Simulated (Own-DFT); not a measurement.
# A layer strained by its substrate: wurtzite AlGaN with randomly placed atoms, 72 atoms (Al9Ga27N36)

Source: density functional calculations with Own-DFT, an unreviewed in-house program that is no longer used. Nothing was measured or relaxed, and spin and spin-orbit coupling are left out.

All runs used: PBE; PseudoDojo norm-conserving scalar-relativistic files (stringent for Ga); cutoff 96 hartree; 4 x 4 x 3 k mesh centred on Gamma; Gaussian smearing of 0.01 eV.

Limits: forces on such cells passed a denser k mesh, each cell not checked; stress not checked against mesh or cutoff.

Unstrained cell vectors in Å: (9.509, 0.000, 0.000); (-4.755, 8.235, 0.000); (0.000, 0.000, 10.268). The unstrained cell has measured lattice constants (interpolated for alloys), not those of this functional. That, the random moves and any unrelaxed bonds set the pressure at no strain. Each run strains x and y alike by e, as a substrate would, and holds the height along z. Each coordinate of each atom was shifted by a normal deviate of width 0.05 Å. The random placing of the alloy's atoms differs from row to row. Stress is positive in tension.

| e (%) | u (Å) | (s_xx + s_yy)/2 (GPa) | s_zz (GPa) |
|---|---|---|---|
| -3.00 | 0.051 | -27.74 | -11.36 |
| -1.75 | 0.047 | -18.03 | -8.39 |
| -1.50 | 0.047 | -15.64 | -9.68 |
| -0.50 | 0.050 | -10.06 | -7.23 |
| 1.25 | 0.049 | -0.29 | -6.34 |
| 1.50 | 0.046 | ? | ? |
| 1.75 | 0.049 | 2.63 | -6.28 |
| 2.50 | 0.050 | 4.81 | -4.51 |
| 2.75 | 0.050 | 6.73 | -4.66 |
| 3.00 | 0.045 | 7.84 | -3.97 |

## What the rows give

With e as a fraction, the in-plane stress is -6.7 + 582 e - 3622 e² GPa (errors 8 and 540, scatter 0.49), and s_zz is -7.5 + 109 e GPa (slope ± 10, scatter 0.66). At e = 0 the first slope is C11 + C12 and the second 2 C13, both with the ions held to the strained lattice and at the cell's own pressure. The term in e² is negative: the layer stiffens under compression and softens under tension. A free layer would change its height as e changes, and the in-plane slope would drop by 2 C13²/C33 to the biaxial modulus. At fixed height, a misfit of 1 % moves the in-plane stress by about 5.8 GPa and s_zz by 1.1 GPa.

## Prediction

Asked: what are the two stresses at e = 1.50 %?

From the fit: 1.2 and -5.8 GPa. The calculation gave 1.32 and -6.00 GPa.
